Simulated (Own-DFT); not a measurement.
# How strain changes the stress of beta-Si3N4, 112 atoms (N64Si48)

All numbers below are calculated, not measured. The program, named Own-DFT, is a retired in-house plane-wave density functional code that no person has reviewed. Each row is one single-point run on a periodic cell that was not relaxed, without spin or spin-orbit coupling.

Settings of every run: PBE; PseudoDojo norm-conserving scalar-relativistic files; cutoff 42 hartree; 2 x 2 x 4 k mesh centred on Gamma; Fermi-Dirac smearing of 0.1 eV.

Known limits: forces on such cells moved up to 12 meV/angstrom on a denser k mesh; stress not checked against mesh or cutoff.

Unstrained cell vectors in Å: (15.212, 0.000, 0.000); (-7.606, 13.174, 0.000); (0.000, 0.000, 5.818). The unstrained cell has measured lattice constants (interpolated for alloys), not those of this functional. That, the random moves and any unrelaxed bonds set the pressure at no strain. Each run strains this cell uniformly, with the atoms carried along. Every atom was also moved at random, by a Gaussian of width 0.05 Å on each axis. Strain is the symmetric tensor, in per cent. Stress is positive in tension, and the pressure is minus a third of its trace.

| run | e_xx (%) | e_yy (%) | e_zz (%) | e_yz (%) | e_xz (%) | e_xy (%) | s_xx (GPa) | s_yy (GPa) | s_zz (GPa) | s_yz (GPa) | s_xz (GPa) | s_xy (GPa) | P (GPa) | E (meV/atom) |
|---|---|---|---|---|---|---|---|---|---|---|---|---|---|---|
| 1 | -0.72 | 1.55 | -0.20 | 0.48 | -0.07 | -1.63 | -7.77 | -1.35 | -10.13 | 1.32 | -1.64 | -5.39 | 6.42 | 21.5 |
| 2 | 1.42 | -1.35 | -0.47 | 0.22 | 1.45 | 0.50 | -1.65 | -14.97 | -13.94 | 0.09 | 4.14 | 0.03 | 10.18 | 49.9 |
| 3 | 1.94 | 1.73 | 0.05 | -1.80 | 0.39 | 0.62 | 5.04 | 4.53 | -9.17 | -6.35 | 0.49 | 2.00 | -0.13 | 36.8 |
| 4 | 1.84 | -0.42 | -1.44 | -0.80 | 1.89 | -0.16 | 0.50 | -8.07 | -21.30 | -4.72 | 7.14 | 0.36 | 9.62 | 59.9 |
| 5 | -1.31 | 0.79 | -1.22 | 1.37 | -0.56 | 0.12 | -17.29 | -5.86 | -18.44 | 3.08 | 0.28 | 0.70 | 13.86 | 58.2 |
| 6 | -0.48 | 1.29 | 1.54 | 1.28 | -0.20 | 0.83 | -7.93 | -0.09 | 1.26 | 4.21 | -0.75 | 2.98 | 2.26 | 0.0 |
| 7 | 1.63 | 1.25 | -0.38 | 1.27 | 0.72 | 0.98 | 2.26 | 0.36 | -11.19 | 3.06 | 2.95 | 4.13 | 2.86 | 16.3 |
| 8 | 0.71 | 1.63 | -0.86 | 0.10 | -0.92 | 1.44 | -5.78 | 2.60 | -13.78 | -0.50 | -2.97 | 7.49 | 5.65 | 43.5 |
| 9 | 1.45 | 0.32 | 1.93 | 0.26 | -0.42 | -1.88 | 1.27 | -0.14 | 3.11 | 0.39 | -1.48 | -5.93 | -1.42 | 2.7 |
| 10 | -1.63 | 0.85 | -0.37 | 1.55 | 1.62 | 1.73 | -16.91 | -7.53 | -12.97 | 5.70 | 6.22 | 6.75 | 12.47 | 62.7 |
| 11 | 0.76 | -1.94 | 0.99 | 0.14 | 1.20 | 1.40 | -5.09 | -15.79 | -5.77 | -0.20 | 3.75 | 5.61 | 8.88 | 41.7 |
| 12 | -1.78 | 1.00 | 0.90 | 0.77 | -1.35 | 1.85 | -15.48 | -2.86 | -5.74 | 2.26 | -2.81 | 8.97 | 8.03 | 31.9 |
| 13 | 0.92 | 1.53 | 1.05 | 1.61 | 0.99 | 1.90 | 0.38 | 1.53 | -1.70 | 4.38 | 2.89 | 6.96 | -0.07 | 23.4 |
| 14 | 1.47 | -1.44 | -1.90 | 1.45 | -1.25 | -1.73 | -1.95 | -17.04 | -24.96 | 5.16 | -3.85 | -6.61 | 14.65 | 67.1 |
| 15 | -0.69 | 0.18 | 0.05 | -1.58 | 1.20 | -1.91 | ? | ? | ? | ? | ? | ? | ? | ? |

E is the free energy for each atom above the lowest run shown.

## Worked fit

Each stress component was fitted by least squares to a constant and the strains of the runs shown, as fractions, with shears doubled. Shear strains stay in the fit of a normal stress only where such slopes are resolved. The slopes, in GPa:

```
stress  at no strain  per e_xx  per e_yy  per e_zz  scatter
  s_xx          -7.9  557 ± 32   98 ± 34   97 ± 36     1.45
  s_yy          -7.9  149 ± 28  553 ± 31  127 ± 32     1.30
  s_zz         -10.8   33 ± 18  103 ± 20  675 ± 21     0.85
```

Each shear stress against twice its own strain: yz 170 ± 13, xz 155 ± 15, xy 192 ± 14 GPa. These are stiffnesses along x, y and z of the frame in which the cell vectors are given, which need not be the crystal's axes. The atoms are held to the strained lattice; where symmetry lets them move under strain, relaxing them would lower some slopes. The table should be nearly symmetric about its diagonal, and what it lacks of that shows the noise. A ninth of its sum, 266 ± 8 GPa, estimates the bulk modulus near the mean pressure of these runs, 6.7 GPa, so it lies above the value at zero pressure.

## Withheld run

Question: what normal stresses and pressure should run 15 give?

The fit gives s_xx = -11.5, s_yy = -7.9, s_zz = -10.5 and P = 10.0 GPa. The calculation gave -12.18, -8.71, -8.93 and P = 9.94 GPa.
